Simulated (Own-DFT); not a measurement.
Simulation results for Hf$_{36}$O$_{71}$ (tetragonal hafnia with one neutral oxygen vacancy, atoms displaced)

All values are calculated (Own-DFT development build). A calculation, not a measurement: plane-wave PBE and HSE06 DFT by an unreviewed code, no spin, of a simulated cell at Gamma alone, so results move with cell size and shape, stress positive in tension, energies less offsets, not probed for a lower state with spin; hafnium file: forces about 75 meV/angstrom off all-electron values; oxygen file: force components 24 meV/angstrom off all-electron in a glass; k mesh not checked against a denser one; forces and stress are PBE's, HSE06 gives the energy alone, and its difference from PBE has offsets of its own; offsets are fitted by least squares, one for each functional and potential file, so energies compare only between cells with the same atoms and settings and are not formation energies; the far tail of each file's local potential was reset to the Coulomb form; each entry is a single point on an unrelaxed cell, so the pressure reflects the starting lattice, taken from the Materials Project, from which strain is counted, and rises with the displacements; printed positions are rounded, which can move forces by about a meV/angstrom; the program is a retired in-house code; no spin-orbit coupling.

Common to all runs: first functional PBE; second functional HSE06; exact exchange share 0.25; screening 0.11 1/bohr; exchange divergence Gygi-Baldereschi; potential files PseudoDojo norm-conserving, scalar-relativistic, made for PBE, standard set; wave cutoff 48 hartree; occupations fixed; k mesh 1 x 1 x 1 centred on Gamma.

(1) 
```xyz
107
Lattice="10.7800 0.0000 0.0000 0.0000 10.7800 0.0000 0.0000 0.0000 10.4493" Properties=species:S:1:pos:R:3:force_x:R:1:force_y:R:1:force_z:R:1 formula=Hf36O71 PBE_energy_of_cell_above_offsets=-101.302 HSE06_less_PBE_above_offsets=-0.155 PBE_pressure=0.9 PBE_stress_xx=-0.67 PBE_stress_yy=-0.34 PBE_stress_zz=-1.68 PBE_stress_yz=-0.58 PBE_stress_xz=0.5 PBE_stress_xy=0
Hf     0.0049    10.7438    10.4461     -0.106      0.589      0.553
Hf     1.8463     1.8037     2.6016      0.178      0.183      0.331
O      0.0320     1.7401     1.6504     -0.354      0.601     -0.217
O      1.7982    10.7743     3.5889     -0.077       0.22      0.514
O     10.7503     1.8185     4.2550      0.201     -0.233     -0.701
O      1.7760     0.0272     1.0145       0.57      -0.28     -0.442
Hf     0.0123     0.0417     5.1820     -0.009      -0.88      0.494
Hf     1.8338     1.7989     7.8353     -0.196      0.202     -0.217
O      0.0162     1.7751     6.8112      0.008     -0.018        0.6
O      1.8155    10.7540     8.8143     -0.141      0.935      0.688
O      0.0106     1.8435     9.4619     -0.538     -1.216     -0.226
O      1.7928    10.7559     6.2479     -0.377     -0.077       -0.2
Hf     0.0112     3.6005     0.0169      0.347      0.193     -0.012
Hf     1.7832     5.3458     2.5852      0.508      1.142      0.695
O     10.7690     5.3894     1.5751      0.524     -0.211     -0.422
O      1.8237     3.6771     3.6291     -0.194     -1.788      0.015
O     10.7697     5.3882     4.1915     -0.349     -0.388      0.012
O      1.8343     3.5722     1.0412     -0.945       0.19     -0.194
Hf    10.7374     3.5487     5.2581      0.203      1.421     -0.179
Hf     1.7683     5.3893     7.8417        0.2       0.72     -0.414
O     10.7743     5.4131     6.7936     -0.101     -0.012      0.507
O      1.7435     3.6085     8.8272      0.314     -0.527      0.345
O      0.0327     5.3705     9.4100     -0.214      0.185        0.2
O      1.7707     3.6191     6.2223      0.115     -0.343      0.292
Hf     0.0198     7.1883    10.4260     -0.151     -0.213      0.061
Hf     1.7728     8.9520     2.6130      0.106     -0.204      0.552
O     10.7390     9.0205     1.6272      0.685     -0.092     -0.481
O      1.7910     7.1630     3.6474     -0.173     -0.014     -0.689
O      0.0645     8.9698     4.2156     -0.511      0.425     -0.115
O      1.8274     7.1880     0.9691     -0.791      0.154      0.593
Hf     0.0022     7.1679     5.2300      0.601     -0.137     -0.004
Hf     1.7999     9.0405     7.8321     -0.571     -1.447     -0.537
O     10.7383     8.8952     6.7820      0.269       0.41      0.787
O      1.7888     7.2244     8.8963       0.06     -0.319     -0.718
O      0.0215     8.9807     9.4406      -0.41      0.546     -0.156
O      1.8058     7.1446     6.2261     -0.194      0.164      0.367
Hf     3.5874    10.7593     0.0030      0.352      0.294      0.313
Hf     5.4425     1.8694     2.5735     -1.131     -1.209      0.912
O      3.5938     1.7791     1.6105      0.275      0.103     -0.501
O      5.3868    10.7455     3.6466       0.13       0.66     -0.535
O      3.5832     1.8123     4.1689     -0.358     -0.122      0.609
O      5.3705     0.0163     1.0047       0.36     -0.121     -0.237
Hf     3.5583     0.0163     5.2105      0.904     -0.065     -0.691
Hf     5.4280     1.8201     7.8779      -0.56     -0.343     -0.679
O      3.5725     1.7742     6.7883      0.527      0.156       0.37
O      5.4229    10.7525     8.8362      -0.44       1.08     -0.094
O      3.5648     1.8042     9.4235      -0.17     -0.334     -0.003
O      5.3837     0.0151     6.2217     -0.061     -0.446       0.12
Hf     3.5570     3.6013    10.4313      1.033     -0.017     -0.043
Hf     5.4034     5.4152     2.5485      -0.15     -0.482      1.174
O      3.6028     5.4134     1.5801     -0.139      0.122     -0.202
O      5.3963     3.5709     3.6356     -0.002      0.901      -0.01
O      3.5742     5.3976     4.2074      0.394     -0.068      0.121
O      5.3555     3.6164     1.0308      0.779     -0.256     -0.189
Hf     3.5847     3.6161     5.2422      -0.01      0.213     -0.597
Hf     5.3671     5.4130     7.8219      0.302     -0.639      0.027
O      3.5678     5.3602     6.7981       0.38     -0.011      0.316
O      5.3515     3.5918     8.8929      0.319      -0.18     -0.337
O      3.5605     5.3716     9.4134     -0.064      0.472      0.096
O      5.4069     3.5884     6.2551     -0.623     -0.029      0.188
Hf     3.5883     7.1991    10.4401      0.336     -0.369     -0.139
Hf     5.4012     8.9663     2.6025     -0.194      0.437      0.192
O      3.5563     8.9647     1.6242      0.717     -0.031     -0.548
O      5.3787     7.1597     3.6175      0.226      0.306     -0.165
O      3.5893     8.9458     4.1904     -0.151      0.671      0.409
O      5.4716     7.1962     1.0135     -1.398     -0.229      0.005
Hf     3.5799     7.1975     5.2399     -0.029     -0.483     -0.654
Hf     5.3881     9.0184     7.7693     -0.055     -0.532      0.772
O      3.5794     8.9731     6.8347      -0.14      0.239     -0.222
O      5.4193     7.1414     8.8183     -0.069      1.148      0.455
O      3.6043     8.9726     9.4326       0.11      0.198     -0.013
O      5.3693     7.2460     6.2695      0.601     -0.277     -0.419
Hf     7.2487     0.0029    10.4417     -1.163     -0.718      0.825
Hf     8.9948     1.8204     2.6273       0.12     -0.094      0.038
O      7.1967     1.8051     1.6420      0.463      0.286     -1.087
O      8.9766     0.0136     3.6119      0.115     -0.352      0.452
O      7.2126     1.8213     4.1701      -0.14     -0.637      0.573
O      8.9934     0.0148     1.0305       0.19      0.056     -0.797
Hf     7.1944    10.7742     5.2110     -0.631      0.982     -0.158
Hf     9.0271     1.7728     7.9139     -0.318     -0.169     -1.128
O      7.1632     1.7938     6.7961      0.739     -0.081      0.824
O      7.2630     1.7621     9.4637      0.147      0.637     -0.544
O      9.0038     0.0249     6.2218     -0.101     -0.237      0.559
Hf     7.2525     3.5758     0.0381     -1.151        0.7     -0.527
Hf     9.0229     5.4313     2.6057     -0.207      -0.61       0.62
O      7.2307     5.3956     1.6267     -0.196     -0.143     -0.672
O      8.9519     3.5834     3.5905      0.448      0.498      0.272
O      7.1883     5.3624     4.2207      0.047      0.734      0.289
O      8.9990     3.5861     1.0070      0.381     -0.221      0.056
Hf     7.1586     3.5839     5.2523      0.604      0.169     -0.392
Hf     9.0041     5.4053     7.8745      -0.44      0.047     -0.689
O      7.1936     5.3916     6.8476     -0.174      0.083      0.013
O      8.9748     3.5909     8.8298      0.044     -0.033       0.64
O      7.1828     5.3704     9.4259      0.297     -0.119      0.666
O      9.0011     3.5816     6.2735     -0.483     -0.033     -0.197
Hf     7.1970     7.1865     0.0145      0.815      0.336     -0.508
Hf     8.9929     8.9905     2.6428     -0.467     -0.034     -0.869
O      7.1953     8.9719     1.5105      0.329      0.155      1.208
O      8.9965     7.1907     3.5759     -0.265      0.516      1.074
O      7.1324     8.9857     4.2301       0.57     -0.308     -0.366
O      9.0323     7.2034     1.0517     -0.452     -0.205     -0.432
Hf     7.2178     7.2023     5.2410      -0.92     -1.151     -0.243
Hf     8.9606     9.0168     7.8223       0.78     -0.033      0.506
O      7.2114     8.9931     6.8331       0.03      0.009     -0.426
O      9.0259     7.1928     8.9124     -0.261      0.368     -0.614
O      7.1534     9.0575     9.4379      0.873     -1.218     -0.604
O      8.9720     7.1302     6.2233     -0.111      0.186      0.157
```

Units: PBE_energy_of_cell_above_offsets, HSE06_less_PBE_above_offsets in eV; PBE_pressure, PBE_stress_xx, PBE_stress_yy, PBE_stress_zz, PBE_stress_yz, PBE_stress_xz, PBE_stress_xy in GPa; force_x, force_y, force_z in eV/Å.

(2) 
```xyz
107
Lattice="10.7800 0.0000 0.0000 0.0000 10.7800 0.0000 0.0000 0.0000 10.4493" Properties=species:S:1:pos:R:3:force_x:R:1:force_y:R:1:force_z:R:1 formula=Hf36O71 PBE_energy_of_cell_above_offsets=-88.263 HSE06_less_PBE_above_offsets=0.470 PBE_pressure=5.65 PBE_stress_xx=-7.67 PBE_stress_yy=-3.8 PBE_stress_zz=-5.49 PBE_stress_yz=-1.12 PBE_stress_xz=0.97 PBE_stress_xy=-0.22
Hf     0.0617     0.0199     0.1489     -1.158      -0.12     -2.518
Hf     1.7946     1.7192     2.6220      0.424      0.614      0.186
O     10.7636     1.7905     1.7168      1.662     -1.056     -1.942
O      0.1219     1.6670     4.2269      0.225      2.322     -1.794
O      1.8460     0.1183     1.0179     -0.178     -0.219       0.66
Hf    10.7031     0.0435     5.1539       1.15     -2.084      2.546
Hf     1.8575     1.7210     7.8709      -2.52      0.364     -0.106
O     10.7063     1.9011     6.8060      2.152     -1.409     -0.648
O      2.0091    10.6940     8.8200     -1.203       0.24      0.956
O      0.0010     2.0137     9.3936      0.266     -4.223      0.933
O      1.8454    10.6976     6.3704     -0.856      1.011     -2.433
Hf    10.7275     3.6792     0.0238      0.166     -0.697     -1.066
Hf     1.7594     5.4659     2.6059     -1.089     -3.111     -0.108
O     10.7718     5.3916     1.4752      0.779       1.01       1.04
O      1.8146     3.5505     3.5949      0.523     -0.223      0.079
O      0.0530     5.2870     4.1836      0.051      2.589     -1.359
O      1.6305     3.5556     1.1340       3.02     -0.114     -1.084
Hf     0.0343     3.5922     5.1692     -0.074     -1.255      0.562
Hf     1.8444     5.3495     7.8015     -1.187     -0.379      1.211
O      0.0478     5.3200     6.7184     -0.322      1.348      0.551
O      1.8033     3.5228     8.9040      1.967      0.531     -0.217
O      0.0953     5.2748     9.3493     -0.685      2.851     -0.446
O      1.6803     3.5176     6.2187      3.087     -0.021      0.402
Hf     0.0392     7.1929    10.4298     -0.407      -0.62     -0.779
Hf     1.8195     8.9600     2.7244     -0.046      0.859      -0.89
O     10.7110     8.9824     1.6201      3.918      0.817     -0.468
O      1.7600     7.1117     3.6385     -0.128       2.36      0.581
O     10.6610     8.9970     4.3325      1.557     -1.002     -1.064
O      1.8075     7.1855     0.9934      0.345     -0.278      0.783
Hf     0.0770     7.1689     5.2745      -1.22      -0.58     -1.196
Hf     1.6727     8.9772     7.7849      3.335     -0.298      1.186
O      0.0226     9.0643     6.9350     -1.881     -0.475     -1.999
O      1.9551     7.1601     8.8295     -0.711      -0.26     -0.089
O      0.0148     8.9264     9.4048      0.694      1.415      0.907
O      1.7663     7.1677     6.2426      0.636      0.743       0.05
Hf     3.6836     0.0384    10.3461      -3.47     -2.368      0.937
Hf     5.3993     1.8895     2.6750      1.562     -0.991     -0.237
O      3.7124     1.7449     1.6426     -0.755      0.999     -0.511
O      5.3807    10.7359     3.5723     -0.359      2.231      0.489
O      3.6634     1.7692     4.2465     -0.024      0.036     -1.526
O      5.2175    10.5725     0.9347      4.356      0.477      2.265
Hf     3.6898     0.0106     5.1601     -3.296     -1.391      1.447
Hf     5.4674     1.8080     7.8725     -0.074      0.642      1.281
O      3.5047     1.7913     6.8172      2.873      0.671     -0.575
O      5.3551    10.7048     9.0330      0.392      2.693     -2.252
O      3.5841     1.6702     9.3826      0.461      3.773     -0.369
O      5.3347    10.7252     6.1546      1.928       0.59      2.541
Hf     3.5877     3.5755    10.4240     -1.524      -0.55     -0.949
Hf     5.1923     5.4625     2.6128      4.861       0.87      2.819
O      3.5711     5.3893     1.6951     -1.724     -0.502     -2.312
O      5.3834     3.6497     3.7074     -0.107      0.024     -0.341
O      3.4540     5.3919     4.3091      1.017     -0.752     -1.537
O      5.4962     3.6440     1.0941     -5.615     -0.228      1.858
Hf     3.6390     3.4433     5.2427     -2.802      2.573      0.743
Hf     5.4401     5.5305     7.8169     -1.087     -1.887     -0.627
O      3.4528     5.4297     6.7265      3.057     -0.567      0.481
O      5.3328     3.5421     8.8839     -0.351     -0.104     -0.527
O      3.5968     5.2970     9.3420      0.839      0.811      1.619
O      5.4586     3.4398     6.1553     -2.562      0.032      2.575
Hf     3.6476     7.2020     0.0609     -2.629     -0.476     -1.338
Hf     5.3317     9.0653     2.5200      1.945     -1.071      2.092
O      3.5637     8.9388     1.6424     -1.932     -0.956      0.176
O      5.4423     7.2191     3.6861     -2.171     -0.336     -1.015
O      3.4956     9.0478     4.2589      -0.82     -1.227     -1.392
O      5.3801     7.1416     1.0704      0.086     -0.437     -0.429
Hf     3.6097     7.1871     5.1936      0.504      0.022       1.37
Hf     5.3938     9.1261     7.9224     -1.004     -1.705     -1.601
O      3.5858     8.9966     6.7726      1.435     -0.908      1.048
O      5.4464     7.2302     8.6987      0.392      0.346      1.965
O      3.6898     8.8631     9.5675      0.759      1.398     -1.008
O      5.4605     6.9416     6.1491     -4.116      0.018      1.546
Hf     7.2079    10.7032     0.0333      0.403      2.522     -0.239
Hf     9.0867     1.9464     2.5520     -3.408     -0.508       2.03
O      7.3036     1.9346     1.5844      -2.12      -0.86      0.429
O      8.9123    10.6237     3.6199      0.894      4.898      1.093
O      7.2615     1.7426     4.1584     -0.963      1.477      0.277
O      8.9862    10.7293     0.9734      0.583      0.176      0.638
Hf     7.1519     0.1466     5.3095      1.992     -3.537     -2.631
Hf     9.0305     1.8667     7.7248     -0.579     -0.594      3.124
O      7.1892     1.7724     6.7208     -0.258      0.146      0.354
O      8.9156    10.7556     8.7820      0.574       0.21      -0.19
O      7.2986     1.8190     9.4047     -2.042      -0.53      0.286
O      9.0318    10.7217     6.2244     -1.782      0.349     -0.081
Hf     7.0994     3.7361     0.2336      5.067     -1.991     -3.731
Hf     9.1419     5.4959     2.6820     -2.345      -1.31     -0.124
O      7.2248     5.4061     1.5326     -0.413      0.952      0.194
O      9.0067     3.5939     3.7287      0.305     -0.231     -1.325
O      7.2974     5.5554     4.1762     -0.789      -3.07      0.532
O      9.0011     3.6549     1.0585     -0.021     -0.511       0.69
Hf     7.0928     3.6061     5.2589      4.759      1.781     -2.848
Hf     9.0566     5.4243     7.7502       0.34     -1.864       0.85
O      7.1764     5.4685     6.7141      1.275     -1.375      1.506
O      9.0071     3.5572     8.8163     -0.301      2.346     -0.768
O      7.1234     5.2951     9.3513     -0.552      1.835      0.084
O      9.1143     3.6947     6.1973     -3.395      -0.19      0.722
Hf     7.0977     7.0995     0.0076      2.962      0.688      0.153
Hf     9.0454     9.0716     2.6097     -3.147     -3.347      0.569
O      7.1256     8.9721     1.7041      0.966       0.16     -2.061
O      8.9677     7.1229     3.6348      1.624      2.192      0.037
O      7.1723     8.9790     4.1606     -0.305        0.3      2.124
O      9.0936     7.2995     0.9809     -2.106     -0.949     -0.234
Hf     7.1551     7.1815     5.3705      2.541      1.925     -4.463
Hf     8.9757     8.9203     7.7624     -0.076      1.701      1.396
O      7.1327     8.8360     6.8249     -0.542      0.853        0.9
O      8.9771     7.2240     8.8833     -0.447     -1.498     -0.492
O      7.1514     9.1017     9.4663     -0.349     -3.447     -0.586
O      9.1068     7.3410     6.2444     -0.679     -1.097       0.65
```

Units: PBE_energy_of_cell_above_offsets, HSE06_less_PBE_above_offsets in eV; PBE_pressure, PBE_stress_xx, PBE_stress_yy, PBE_stress_zz, PBE_stress_yz, PBE_stress_xz, PBE_stress_xy in GPa; force_x, force_y, force_z in eV/Å.
